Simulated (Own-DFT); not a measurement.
# How strain changes the stress of fcc Cu, 16 atoms (Cu16)

Calculated results; nothing here was measured. They come from Own-DFT, an in-house plane-wave density functional program, since retired, whose code no person has reviewed. Each row is one single-point run on a periodic cell that was not relaxed, without spin or spin-orbit coupling.

Settings of every run: PBE; PseudoDojo norm-conserving scalar-relativistic files; cutoff 50 hartree; 7 x 7 x 5 k mesh centred on Gamma; cold (Marzari-Vanderbilt) smearing of 0.2 eV.

Known limits: forces on such cells failed a check on a denser k mesh; stress not checked against mesh or cutoff.

Unstrained cell vectors in Å: (3.615, 3.615, 0.000); (-3.615, 3.615, 0.000); (0.000, 0.000, 7.230). The unstrained cell has measured lattice constants (interpolated for alloys), not those of this functional. That, the random moves and any unrelaxed bonds set the pressure at no strain. Each run strains this cell uniformly, with the atoms carried along. Every atom was also moved at random, by a Gaussian of width 0.05 Å on each axis. Strain is the symmetric tensor, in per cent. Stress is positive in tension, and the pressure is minus a third of its trace.

```
run  e_xx (%)  e_yy (%)  e_zz (%)  e_yz (%)  e_xz (%)  e_xy (%)  s_xx (GPa)  s_yy (GPa)  s_zz (GPa)  s_yz (GPa)  s_xz (GPa)  s_xy (GPa)  P (GPa)  E (meV/atom)
  1     -1.91      0.71      0.03      1.19      0.41     -1.57       -6.12       -4.40       -5.07        2.12        0.48       -2.60     5.20          25.4
  2     -0.84     -0.52      1.79     -0.81     -0.28     -0.56       -2.77       -2.65       -0.75       -1.21       -0.57       -1.12     2.06           9.1
  3     -0.36      0.02     -1.58     -1.10      1.37     -0.07       -6.89       -5.79       -6.89       -2.20        3.10       -0.10     6.52          28.5
  4      1.75     -0.99      0.52     -0.76      0.90     -0.82        0.57       -1.38       -0.32       -1.30        1.32       -1.18     0.38           0.0
  5     -1.52      1.69     -1.02      1.42      1.25     -1.58       -6.14       -3.69       -5.12        2.08        2.31       -2.71     4.98          29.4
  6      1.33     -1.69      0.49      1.33     -1.43     -0.39       -2.23       -4.78       -3.42        2.90       -1.68       -0.71     3.48          28.7
  7      0.89      0.68      0.86     -1.78     -0.49      0.13        0.36        0.17        0.03       -3.33       -1.00        0.18    -0.18          22.4
  8      0.54      1.20     -1.67      0.08      0.09     -1.86       -2.80       -2.50       -3.42        0.25        0.37       -2.95     2.91          14.4
  9     -1.99      0.60      0.98     -1.12      1.31     -1.58       -5.53       -3.70       -3.50       -1.56        2.28       -3.15     4.24          27.4
 10      1.52      1.84      1.94     -1.50     -1.01     -0.70        4.28        4.36        4.74       -2.10       -1.40       -0.66    -4.46          13.6
 11     -1.18     -1.67     -0.79      0.35     -0.80     -1.66       -9.53      -10.35       -8.89        0.73       -1.92       -3.24     9.59          38.4
 12     -0.51      1.48     -1.70      1.02     -1.07     -0.84       -4.74       -2.82       -4.42        1.75       -2.32       -1.02     3.99          12.6
 13     -0.14     -0.97      0.44     -0.47      1.32     -1.32       -4.48       -4.55       -3.95       -0.73        3.01       -2.19     4.33          23.0
 14     -0.87     -1.13      0.30     -0.66     -1.07      1.30       -6.24       -6.03       -5.00       -1.71       -2.07        2.11     5.76          20.8
 15     -1.40     -0.23      1.81      0.44     -1.46     -0.19       -3.59       -2.45       -1.31        0.45       -2.71       -0.27     2.45           9.8
 16      0.76      1.04     -0.21     -1.09     -1.44      1.86           ?           ?           ?           ?           ?           ?        ?             ?
```

E is the free energy for each atom above the lowest run shown.

## Worked fit

Each stress component was fitted by least squares to a constant and the strains of the runs shown, as fractions, with shears doubled. Shear strains stay in the fit of a normal stress only where such slopes are resolved. The slopes, in GPa:

```
stress  at no strain  per e_xx  per e_yy  per e_zz  scatter
  s_xx          -3.4  208 ± 10  124 ± 10  146 ± 10     0.46
  s_yy          -3.3  132 ± 13  197 ± 14  139 ± 13     0.60
  s_zz          -3.1  135 ± 13  135 ± 14  190 ± 13     0.61
```

Each shear stress against twice its own strain: yz 85 ± 5, xz 99 ± 8, xy 89 ± 4 GPa. These are stiffnesses along x, y and z of the frame in which the cell vectors are given, which need not be the crystal's axes. The atoms are held to the strained lattice; where symmetry lets them move under strain, relaxing them would lower some slopes. The table should be nearly symmetric about its diagonal, and what it lacks of that shows the noise. A ninth of its sum, 156 ± 6 GPa, estimates the bulk modulus near the mean pressure of these runs, 3.4 GPa, so it lies above the value at zero pressure.

## Withheld run

Question: what normal stresses and pressure should run 16 give?

The fit gives s_xx = -0.8, s_yy = -0.6, s_zz = -1.1 and P = 0.8 GPa. The calculation gave -1.05, -0.65, -0.67 and P = 0.79 GPa.
